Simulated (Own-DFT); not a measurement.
# Computed records: GaP (zincblende, strained, atoms displaced), SiC (2H silicon carbide, atoms displaced), GaN (wurtzite, strained, atoms displaced)

A calculation, not a measurement: plane-wave PBE density functional theory by an unreviewed code, no spin, of a simulated periodic cell, stress positive in tension, free energy of the whole cell less one offset for each atom, forces on such cells passed a denser k mesh, this cell's mesh not checked; offsets are fitted by least squares, one for each functional and potential file, so energies compare only between cells with the same atoms and settings and are not formation energies; the far tail of each file's local potential was reset to the Coulomb form; each entry is a single point on an unrelaxed cell, so the pressure reflects the starting lattice, mostly measured values (interpolated for alloys), from which strain is counted, and rises with the displacements; printed positions are rounded, which can move forces by about a meV/angstrom; the program, named Own-DFT, is a retired in-house code; no spin-orbit coupling. Program: Own-DFT development build.

Settings shared by all entries: functional PBE.

```yaml
- entry: 1
  formula: GaP
  kind: "zincblende, strained, atoms displaced"
  structure:
    cell_angstrom: [[10.862, 0.0, 0.0], [0.0, 10.862, 0.0], [0.0, 0.0, 10.9439]]
    atoms_fractional:
      - [Ga, 0.99839, 0.00029, 0.00154]
      - [Ga, 0.00371, 0.24588, 0.24878]
      - [Ga, 0.24965, 0.99721, 0.24985]
      - [Ga, 0.24405, 0.24974, 0.99639]
      - [P, 0.12424, 0.12001, 0.11209]
      - [P, 0.13886, 0.37809, 0.38057]
      - [P, 0.37369, 0.13231, 0.36599]
      - [P, 0.37458, 0.37497, 0.11845]
      - [Ga, 0.98906, 0.99522, 0.50679]
      - [Ga, 0.99209, 0.24936, 0.7335]
      - [Ga, 0.25734, 0.9906, 0.73672]
      - [Ga, 0.2551, 0.25133, 0.50429]
      - [P, 0.13294, 0.12625, 0.63831]
      - [P, 0.1309, 0.37148, 0.8758]
      - [P, 0.37918, 0.12483, 0.86932]
      - [P, 0.38053, 0.37147, 0.61981]
      - [Ga, 0.9975, 0.50794, 0.01512]
      - [Ga, 0.01022, 0.75411, 0.25884]
      - [Ga, 0.25712, 0.49926, 0.24461]
      - [Ga, 0.25162, 0.76424, 0.00699]
      - [P, 0.12354, 0.61693, 0.1373]
      - [P, 0.13392, 0.8795, 0.37648]
      - [P, 0.36432, 0.61468, 0.38063]
      - [P, 0.37053, 0.87009, 0.12845]
      - [Ga, 0.98695, 0.49041, 0.4997]
      - [Ga, 0.99738, 0.74611, 0.7457]
      - [Ga, 0.24952, 0.508, 0.7501]
      - [Ga, 0.24175, 0.74589, 0.50166]
      - [P, 0.13078, 0.62452, 0.62756]
      - [P, 0.1303, 0.87566, 0.86258]
      - [P, 0.37437, 0.63, 0.86169]
      - [P, 0.36433, 0.87826, 0.61356]
      - [Ga, 0.51853, 0.99135, 0.98697]
      - [Ga, 0.49868, 0.25174, 0.25165]
      - [Ga, 0.75886, 0.01549, 0.25035]
      - [Ga, 0.74377, 0.25482, 0.00145]
      - [P, 0.61594, 0.1214, 0.11906]
      - [P, 0.61534, 0.37426, 0.37859]
      - [P, 0.87795, 0.12735, 0.37238]
      - [P, 0.86585, 0.36305, 0.11448]
      - [Ga, 0.50897, 0.00323, 0.50208]
      - [Ga, 0.5074, 0.25667, 0.75291]
      - [Ga, 0.75661, 0.00236, 0.75889]
      - [Ga, 0.75461, 0.25256, 0.4986]
      - [P, 0.6221, 0.11458, 0.62649]
      - [P, 0.63128, 0.3843, 0.86759]
      - [P, 0.87969, 0.12112, 0.86674]
      - [P, 0.86086, 0.38104, 0.61461]
      - [Ga, 0.51189, 0.49725, 0.99544]
      - [Ga, 0.48522, 0.75184, 0.25214]
      - [Ga, 0.73586, 0.50446, 0.25136]
      - [Ga, 0.7634, 0.75062, 0.00062]
      - [P, 0.61874, 0.63267, 0.13064]
      - [P, 0.6264, 0.86386, 0.37497]
      - [P, 0.86648, 0.62769, 0.37733]
      - [P, 0.87998, 0.88071, 0.12165]
      - [Ga, 0.50495, 0.50904, 0.50194]
      - [Ga, 0.51593, 0.75945, 0.76264]
      - [Ga, 0.75947, 0.51258, 0.75269]
      - [Ga, 0.7275, 0.75477, 0.48976]
      - [P, 0.63505, 0.62886, 0.62621]
      - [P, 0.61258, 0.86444, 0.86037]
      - [P, 0.87112, 0.63172, 0.86459]
      - [P, 0.88004, 0.87646, 0.62737]
  settings:
    potential_files: "PseudoDojo norm-conserving, scalar-relativistic, standard set"
    "wave_cutoff [hartree]": 42.0
    occupations: Fermi-Dirac
    "smearing_width [eV]": 0.1
    hardware: "one NVIDIA H100"
    k_mesh: "3 x 3 x 3 centred on Gamma"
  results:
    "free_energy_of_cell_above_offsets [eV]": "-27.752"
    "pressure [GPa]": 4.77
    "stress_xx [GPa]": -4.68
    "stress_yy [GPa]": -5.14
    "stress_zz [GPa]": -4.5
    "stress_yz [GPa]": -1.05
    "stress_xz [GPa]": -1.63
    "stress_xy [GPa]": -1.55
    force_element: [Ga, Ga, Ga, Ga, P, P, P, P, Ga, Ga, Ga, Ga, P, P, P, P, Ga, Ga, Ga, Ga, P, P, P, P, Ga, Ga, Ga, Ga, P, P, P, P, Ga, Ga, Ga, Ga, P, P, P, P, Ga, Ga, Ga, Ga, P, P, P, P, Ga, Ga, Ga, Ga, P, P, P, P, Ga, Ga, Ga, Ga, P, P, P, P]
    "force_x [eV/angstrom]": [0.525, 0.666, 0.243, 1.242, 0.369, -1.657, 0.031, 0.546, 1.945, 0.415, -0.289, -0.262, -0.822, -1.76, 0.089, 0.241, -0.296, -0.952, -0.123, -1.104, 0.315, -1.296, 0.986, 1.261, 1.783, 1.173, 0.467, 0.581, -2.057, -0.757, 0.828, 2.528, -2.35, -0.287, -1.341, -0.579, 1.012, 1.008, 0.501, 1.266, -1.603, -0.596, -0.959, -1.711, 1.588, 0.542, -0.228, 0.73, -1.398, 0.333, 0.85, -1.586, 0.338, -2.136, 0.497, -0.177, -0.503, -6.105, -1.207, 3.597, -1.202, 7.1, 1.724, -1.978]
    "force_y [eV/angstrom]": [-0.344, 0.735, 0.981, -0.545, 0.335, -0.344, -1.14, -0.17, 1.173, 0.71, 1.276, -0.76, 0.014, 1.313, -0.391, 1.143, -1.21, -0.357, -0.828, -1.994, 1.719, 0.047, 1.298, 1.805, 1.457, 0.524, -1.636, 0.113, -0.594, -0.141, 0.362, -1.218, 0.702, 0.252, -1.477, -1.591, 0.431, 0.065, 0.329, 1.985, -0.885, -0.611, -1.014, -1.126, 1.725, -0.551, 1.34, -0.467, 1.055, -0.861, -0.728, 0.113, -0.005, 3.62, 0.048, -0.495, -0.553, -5.732, -1.375, -1.773, 0.166, 5.093, 0.018, -1.028]
    "force_z [eV/angstrom]": [-1.737, -0.341, -0.555, -0.061, 1.634, -0.674, 1.035, -0.157, -0.67, 0.974, 1.815, -0.073, -2.036, -0.778, 0.431, 0.958, -1.631, -0.203, 0.276, -1.63, -0.701, 0.687, -0.127, -0.225, -0.93, -0.179, -0.099, -0.405, -0.575, 1.318, 1.932, -0.485, 0.713, -0.926, -0.823, -1.673, 0.656, -0.203, 1.112, 2.255, -1.405, -0.614, -1.25, -0.546, 0.765, 0.149, 1.451, 1.935, 0.16, 0.853, -0.064, 0.154, -1.029, -2.727, -0.297, 1.029, 0.502, -6.307, -1.094, 2.517, 0.365, 5.338, 2.216, 0.004]
    "wall_time [s]": 552.0
- entry: 2
  formula: SiC
  kind: "2H silicon carbide, atoms displaced"
  structure:
    cell_angstrom: [[9.2481, 0.0, 0.0], [-4.6241, 8.0091, 0.0], [0.0, 0.0, 10.0681]]
    atoms_fractional:
      - [Si, 0.99936, 0.00293, 0.00481]
      - [Si, 0.09909, 0.22228, 0.25861]
      - [C, 0.98565, 0.99333, 0.18602]
      - [C, 0.10901, 0.23269, 0.43755]
      - [Si, 0.99642, 0.00322, 0.49858]
      - [Si, 0.10703, 0.22538, 0.74892]
      - [C, 0.02678, 0.00989, 0.69015]
      - [C, 0.10726, 0.21446, 0.93489]
      - [Si, 0.00832, 0.34214, 0.99862]
      - [Si, 0.115, 0.56157, 0.24755]
      - [C, 0.00617, 0.34606, 0.18888]
      - [C, 0.10692, 0.55402, 0.43318]
      - [Si, 0.00898, 0.34398, 0.50503]
      - [Si, 0.10691, 0.55789, 0.74841]
      - [C, 0.00021, 0.33925, 0.67886]
      - [C, 0.11276, 0.54411, 0.93683]
      - [Si, 0.01631, 0.67878, 0.00251]
      - [Si, 0.10801, 0.89181, 0.2487]
      - [C, 0.98894, 0.65694, 0.18097]
      - [C, 0.10953, 0.88793, 0.44416]
      - [Si, 0.02207, 0.6722, 0.49359]
      - [Si, 0.11999, 0.89032, 0.74915]
      - [C, 0.99107, 0.66459, 0.69082]
      - [C, 0.12691, 0.89079, 0.93828]
      - [Si, 0.33914, 0.00139, 0.00284]
      - [Si, 0.43913, 0.22938, 0.24365]
      - [C, 0.32814, 0.99869, 0.17936]
      - [C, 0.45193, 0.23095, 0.43928]
      - [Si, 0.33954, 0.00494, 0.48589]
      - [Si, 0.44276, 0.2115, 0.76118]
      - [C, 0.33737, 0.01818, 0.68817]
      - [C, 0.43844, 0.21943, 0.93441]
      - [Si, 0.32681, 0.33611, 0.00977]
      - [Si, 0.45239, 0.55288, 0.24067]
      - [C, 0.33632, 0.34867, 0.193]
      - [C, 0.43939, 0.55376, 0.44132]
      - [Si, 0.31762, 0.31886, 0.50881]
      - [Si, 0.44163, 0.54483, 0.7486]
      - [C, 0.32868, 0.3286, 0.68498]
      - [C, 0.43777, 0.54625, 0.93419]
      - [Si, 0.33537, 0.66685, 0.99618]
      - [Si, 0.43845, 0.8901, 0.24603]
      - [C, 0.33171, 0.66737, 0.20184]
      - [C, 0.44976, 0.88965, 0.43017]
      - [Si, 0.33176, 0.66738, 0.49355]
      - [Si, 0.4457, 0.88594, 0.76149]
      - [C, 0.32925, 0.66866, 0.6929]
      - [C, 0.43309, 0.89375, 0.94606]
      - [Si, 0.67362, 0.00147, 0.99309]
      - [Si, 0.78491, 0.22492, 0.25636]
      - [C, 0.67146, 0.99808, 0.18088]
      - [C, 0.78474, 0.21392, 0.4398]
      - [Si, 0.67751, 0.01377, 0.50609]
      - [Si, 0.7745, 0.22467, 0.7591]
      - [C, 0.6696, 0.00489, 0.67672]
      - [C, 0.78803, 0.22483, 0.93986]
      - [Si, 0.67278, 0.33775, 0.993]
      - [Si, 0.77039, 0.5514, 0.23631]
      - [C, 0.65419, 0.32638, 0.19249]
      - [C, 0.77634, 0.55089, 0.42886]
      - [Si, 0.66244, 0.32127, 0.49954]
      - [Si, 0.77076, 0.55738, 0.75257]
      - [C, 0.64835, 0.33137, 0.68564]
      - [C, 0.78985, 0.56558, 0.93339]
      - [Si, 0.66167, 0.66358, 0.99204]
      - [Si, 0.77994, 0.90023, 0.25086]
      - [C, 0.68188, 0.68095, 0.17807]
      - [C, 0.75854, 0.88044, 0.42868]
      - [Si, 0.66735, 0.66797, 0.49921]
      - [Si, 0.7824, 0.88578, 0.74062]
      - [C, 0.66851, 0.68106, 0.67516]
      - [C, 0.77547, 0.88373, 0.94566]
  settings:
    potential_files: "PseudoDojo norm-conserving, scalar-relativistic, standard set"
    "wave_cutoff [hartree]": 42.0
    occupations: Fermi-Dirac
    "smearing_width [eV]": 0.1
    hardware: "one NVIDIA H100"
    k_mesh: "4 x 4 x 3 centred on Gamma"
  results:
    "free_energy_of_cell_above_offsets [eV]": "-2.691"
    "pressure [GPa]": 6.06
    "stress_xx [GPa]": -2.32
    "stress_yy [GPa]": -6.46
    "stress_zz [GPa]": -9.39
    "stress_yz [GPa]": 0.03
    "stress_xz [GPa]": 0.63
    "stress_xy [GPa]": -0.04
    force_element: [Si, Si, C, C, Si, Si, C, C, Si, Si, C, C, Si, Si, C, C, Si, Si, C, C, Si, Si, C, C, Si, Si, C, C, Si, Si, C, C, Si, Si, C, C, Si, Si, C, C, Si, Si, C, C, Si, Si, C, C, Si, Si, C, C, Si, Si, C, C, Si, Si, C, C, Si, Si, C, C, Si, Si, C, C, Si, Si, C, C]
    "force_x [eV/angstrom]": [0.808, 1.152, 2.605, 0.586, 0.077, 1.07, -4.064, -0.463, 0.308, -1.132, -0.196, 2.057, -1.529, 0.311, -0.386, -0.777, -0.615, -0.191, 1.487, 0.216, -5.258, 0.361, 1.337, -2.324, -2.589, 0.542, -0.579, -2.049, 0.069, -1.963, 1.953, 0.786, 0.84, -0.716, -0.838, 0.863, 2.245, -1.051, 0.081, 0.46, -0.471, 1.9, 1.245, -0.889, 0.883, -1.074, 0.64, 5.135, -1.118, -1.363, -2.043, -0.764, -0.908, 0.085, 0.217, -1.064, -0.827, 0.17, 1.969, 0.677, 0.524, 0.306, 2.72, -0.677, 1.034, -0.862, -1.736, 2.101, -0.081, 0.095, 0.445, 0.235]
    "force_y [eV/angstrom]": [-1.393, 0.706, 2.669, -2.235, -0.814, 0.256, -0.997, 1.566, -2.821, -0.284, -1.692, 0.155, -0.887, -0.07, -0.602, 3.45, -1.847, -1.294, 1.77, 1.662, -1.068, -0.33, 0.547, 0.497, 1.872, -1.233, 0.827, -1.785, 0.095, 2.795, -4.902, 1.224, -1.416, 4.392, -4.44, -0.927, 2.794, 1.467, 0.037, 1.269, -0.236, 0.665, 0.144, 0.898, 0.403, 1.16, -0.248, -1.631, -0.216, -0.528, 1.501, 3.115, -3.791, 0.356, -0.243, 0.008, -0.369, 0.219, 0.566, 0.508, 2.677, 0.009, 0.67, -0.829, 0.003, -2.592, -1.801, 1.871, -1.707, 2.616, -2.823, 0.613]
    "force_z [eV/angstrom]": [-1.531, -2.121, 1.259, 0.726, 0.363, -0.034, -1.109, 1.181, 1.249, 0.27, -0.325, -0.068, -2.0, 0.22, 3.47, -0.606, -1.441, 0.053, 1.294, -2.235, 1.742, 0.363, -1.059, -0.058, -0.61, 1.657, 2.667, -1.776, 2.317, -2.511, -1.534, 3.333, -2.02, 3.379, -1.306, -0.689, -2.19, -1.449, 2.391, 0.45, 1.389, 0.07, -3.324, 1.192, 0.913, -2.705, -0.779, -1.564, 1.649, -1.705, 0.439, -0.251, -3.296, -3.104, 5.441, -0.058, 1.317, 2.261, -2.119, 0.969, -0.292, -2.163, 1.256, 0.939, 1.047, -0.779, 0.5, 2.343, -2.672, 1.499, 3.128, -3.253]
    "wall_time [s]": 356.9
- entry: 3
  formula: GaN
  kind: "wurtzite, strained, atoms displaced"
  structure:
    cell_angstrom: [[12.756, 0.0, 0.0], [-4.7835, 8.2853, 0.0829], [0.0, 0.1037, 10.37]]
    atoms_fractional:
      - [Ga, 0.08008, 0.22006, 0.00225]
      - [Ga, 0.1744, 0.11795, 0.252]
      - ["N", 0.08052, 0.22136, 0.18297]
      - ["N", 0.16974, 0.11844, 0.44561]
      - [Ga, 0.07934, 0.21495, 0.49757]
      - [Ga, 0.16784, 0.10644, 0.75455]
      - ["N", 0.08394, 0.20795, 0.68814]
      - ["N", 0.16595, 0.11225, 0.92971]
      - [Ga, 0.08693, 0.55744, 0.00455]
      - [Ga, 0.16728, 0.44109, 0.24592]
      - ["N", 0.07759, 0.55021, 0.18791]
      - ["N", 0.16761, 0.44251, 0.42985]
      - [Ga, 0.09215, 0.5546, 0.49379]
      - [Ga, 0.16308, 0.43514, 0.75148]
      - ["N", 0.08461, 0.55299, 0.68957]
      - ["N", 0.16589, 0.45042, 0.93454]
      - [Ga, 0.07915, 0.88232, 0.99707]
      - [Ga, 0.17868, 0.789, 0.25357]
      - ["N", 0.08108, 0.88573, 0.19168]
      - ["N", 0.16692, 0.78448, 0.44172]
      - [Ga, 0.08453, 0.88401, 0.49905]
      - [Ga, 0.15966, 0.77886, 0.74925]
      - ["N", 0.08773, 0.88757, 0.68977]
      - ["N", 0.15912, 0.76863, 0.93284]
      - [Ga, 0.33041, 0.22514, 0.99864]
      - [Ga, 0.4173, 0.11859, 0.2456]
      - ["N", 0.32625, 0.22352, 0.18952]
      - ["N", 0.41708, 0.11559, 0.44847]
      - [Ga, 0.33346, 0.22036, 0.49497]
      - [Ga, 0.41802, 0.10787, 0.75213]
      - ["N", 0.3323, 0.22144, 0.68985]
      - ["N", 0.42332, 0.11737, 0.93842]
      - [Ga, 0.33268, 0.55523, 0.99503]
      - [Ga, 0.41556, 0.44449, 0.2546]
      - ["N", 0.33219, 0.55415, 0.18793]
      - ["N", 0.42428, 0.44936, 0.44766]
      - [Ga, 0.3286, 0.5465, 0.49545]
      - [Ga, 0.41575, 0.44981, 0.74652]
      - ["N", 0.33122, 0.55559, 0.69226]
      - ["N", 0.40858, 0.43683, 0.94031]
      - [Ga, 0.33827, 0.89703, 0.00388]
      - [Ga, 0.4119, 0.76735, 0.25088]
      - ["N", 0.3275, 0.89063, 0.19446]
      - ["N", 0.4132, 0.77164, 0.43649]
      - [Ga, 0.3353, 0.89069, 0.49506]
      - [Ga, 0.40798, 0.77031, 0.75427]
      - ["N", 0.3338, 0.89805, 0.6887]
      - ["N", 0.4153, 0.78681, 0.9346]
      - [Ga, 0.58675, 0.22442, 0.99218]
      - [Ga, 0.66481, 0.11293, 0.25083]
      - ["N", 0.58334, 0.21744, 0.18826]
      - ["N", 0.66541, 0.11045, 0.43502]
      - [Ga, 0.58277, 0.22474, 0.50651]
      - [Ga, 0.66685, 0.11215, 0.74715]
      - ["N", 0.58609, 0.2238, 0.68635]
      - ["N", 0.67352, 0.11576, 0.94461]
      - [Ga, 0.58162, 0.54427, 0.00627]
      - [Ga, 0.67438, 0.45257, 0.25124]
      - ["N", 0.57434, 0.54809, 0.18018]
      - ["N", 0.66829, 0.44494, 0.43252]
      - [Ga, 0.56897, 0.54098, 0.4997]
      - [Ga, 0.66096, 0.44609, 0.74977]
      - ["N", 0.58292, 0.55648, 0.68954]
      - ["N", 0.66299, 0.43464, 0.93048]
      - [Ga, 0.58949, 0.90091, 0.99672]
      - [Ga, 0.67008, 0.77753, 0.25096]
      - ["N", 0.58464, 0.88516, 0.19158]
      - ["N", 0.66409, 0.77851, 0.43288]
      - [Ga, 0.59048, 0.89911, 0.49199]
      - [Ga, 0.6576, 0.77649, 0.74106]
      - ["N", 0.57857, 0.88399, 0.6851]
      - ["N", 0.67145, 0.77661, 0.93397]
      - [Ga, 0.83797, 0.2335, 0.99278]
      - [Ga, 0.91315, 0.11052, 0.24881]
      - ["N", 0.8344, 0.22641, 0.18887]
      - ["N", 0.92019, 0.10975, 0.4426]
      - [Ga, 0.82955, 0.21689, 0.4987]
      - [Ga, 0.91699, 0.10293, 0.74817]
      - ["N", 0.83178, 0.2197, 0.69226]
      - ["N", 0.91252, 0.10843, 0.93943]
      - [Ga, 0.83819, 0.55974, 0.98929]
      - [Ga, 0.91453, 0.45138, 0.24889]
      - ["N", 0.83819, 0.55888, 0.19283]
      - ["N", 0.92013, 0.4473, 0.43998]
      - [Ga, 0.83719, 0.55992, 0.50025]
      - [Ga, 0.91311, 0.44242, 0.74405]
      - ["N", 0.83246, 0.55508, 0.69517]
      - ["N", 0.91406, 0.44553, 0.93803]
      - [Ga, 0.82479, 0.89214, 0.99047]
      - [Ga, 0.9179, 0.77499, 0.25174]
      - ["N", 0.83836, 0.88559, 0.19138]
      - ["N", 0.92301, 0.78732, 0.4338]
      - [Ga, 0.82589, 0.87686, 0.49527]
      - [Ga, 0.91991, 0.78093, 0.75469]
      - ["N", 0.83347, 0.88486, 0.69288]
      - ["N", 0.92304, 0.7865, 0.9346]
  settings:
    potential_files: "PseudoDojo norm-conserving, scalar-relativistic, standard set with the stringent files for Ga"
    "wave_cutoff [hartree]": 96.0
    occupations: Gaussian
    "smearing_width [eV]": 0.01
    k_mesh: "3 x 4 x 3 centred on Gamma"
  results:
    "free_energy_of_cell_above_offsets [eV]": "-4.942"
    "pressure [GPa]": 7.11
    "stress_xx [GPa]": -8.51
    "stress_yy [GPa]": -6.29
    "stress_zz [GPa]": -6.52
    "stress_yz [GPa]": 2.08
    "stress_xz [GPa]": -0.29
    "stress_xy [GPa]": -0.34
    force_element: [Ga, Ga, "N", "N", Ga, Ga, "N", "N", Ga, Ga, "N", "N", Ga, Ga, "N", "N", Ga, Ga, "N", "N", Ga, Ga, "N", "N", Ga, Ga, "N", "N", Ga, Ga, "N", "N", Ga, Ga, "N", "N", Ga, Ga, "N", "N", Ga, Ga, "N", "N", Ga, Ga, "N", "N", Ga, Ga, "N", "N", Ga, Ga, "N", "N", Ga, Ga, "N", "N", Ga, Ga, "N", "N", Ga, Ga, "N", "N", Ga, Ga, "N", "N", Ga, Ga, "N", "N", Ga, Ga, "N", "N", Ga, Ga, "N", "N", Ga, Ga, "N", "N", Ga, Ga, "N", "N", Ga, Ga, "N", "N"]
    "force_x [eV/angstrom]": [0.2, -3.003, 0.654, 0.323, 0.444, 0.496, -1.166, -0.006, -0.891, -1.166, 1.234, 0.388, -1.571, -0.318, -0.199, 0.568, 1.059, -3.99, 1.064, 1.57, -1.013, 2.658, -2.148, 0.823, 0.185, 0.496, 2.379, 0.771, -0.483, -0.746, 0.655, -1.133, -0.218, -0.066, 0.181, -4.48, 0.055, 0.28, -0.316, 0.957, -1.206, 0.413, 3.451, 0.29, 0.028, -0.281, 0.312, 1.159, 0.353, 0.946, -0.927, -0.324, 0.399, 0.148, -0.329, -0.853, -0.549, -0.91, 1.302, -0.385, 5.213, 1.181, -0.636, 0.127, 0.124, -0.115, -0.771, 0.209, -1.121, 1.878, -0.845, -2.589, 0.486, 0.412, -0.374, -1.667, 0.812, -0.375, 0.496, 0.4, -1.008, 1.623, -1.58, -0.086, -0.068, 1.005, -0.639, 1.078, 2.5, 0.259, -1.393, -0.41, 0.798, -0.016, -0.789, -1.683]
    "force_y [eV/angstrom]": [0.026, -2.133, -0.113, -0.959, 0.721, 0.079, 1.38, -0.309, -0.375, -0.162, 1.166, -0.587, 0.246, -0.091, -0.079, -1.013, 1.117, -2.545, 0.932, -1.028, 1.387, -1.241, 0.577, 1.599, -1.325, -0.171, 1.052, -0.213, 0.12, 0.854, 0.619, -0.329, 0.43, 0.044, -0.238, -2.559, 0.987, -1.504, -0.321, 1.795, -0.682, 1.39, 1.469, 0.471, -0.195, 1.29, -1.686, -0.572, -0.828, -0.521, 1.26, 1.291, -0.046, -0.711, 0.214, 0.245, 0.704, -1.126, 0.564, 0.38, 3.398, -0.181, -0.127, 2.02, -2.073, -0.246, 0.284, -1.014, -2.108, 0.11, 1.011, -1.37, -1.184, -0.105, -0.128, -0.647, 0.814, 0.633, -0.217, 1.257, 0.121, -1.471, 0.308, -0.242, -0.071, 0.112, 0.489, 0.938, -0.284, 0.669, 0.312, -1.099, 1.058, -0.377, -0.447, -0.891]
    "force_z [eV/angstrom]": [-1.198, 0.573, 1.275, -1.458, 0.91, -1.897, -0.224, 2.852, -0.575, -0.609, 0.667, 0.77, 1.053, -0.588, -0.868, 0.908, 1.146, 0.344, -0.533, -0.714, 0.782, 0.031, -1.025, 1.161, -0.169, 0.927, -0.57, -2.09, 2.048, -0.514, -0.276, 0.48, 0.392, -0.406, -0.437, -2.787, 1.172, 0.706, -1.123, -0.724, -0.498, -0.27, -1.518, 0.296, 1.286, -1.486, -0.375, 1.431, 1.582, -0.83, -0.586, 0.55, -1.45, 0.63, 1.015, -1.654, -2.694, -1.011, 2.721, 1.538, 1.414, -0.683, -0.834, 1.281, 0.793, -1.23, -0.618, 1.065, 0.897, 1.123, -0.297, -0.281, 1.487, 0.168, -0.224, -0.805, 0.22, 0.105, -0.811, -0.537, 1.001, 0.758, -1.878, 0.045, 0.353, 0.5, -1.077, -0.786, 1.807, -0.556, -0.971, 1.227, 0.939, -1.371, -1.232, 0.925]
```
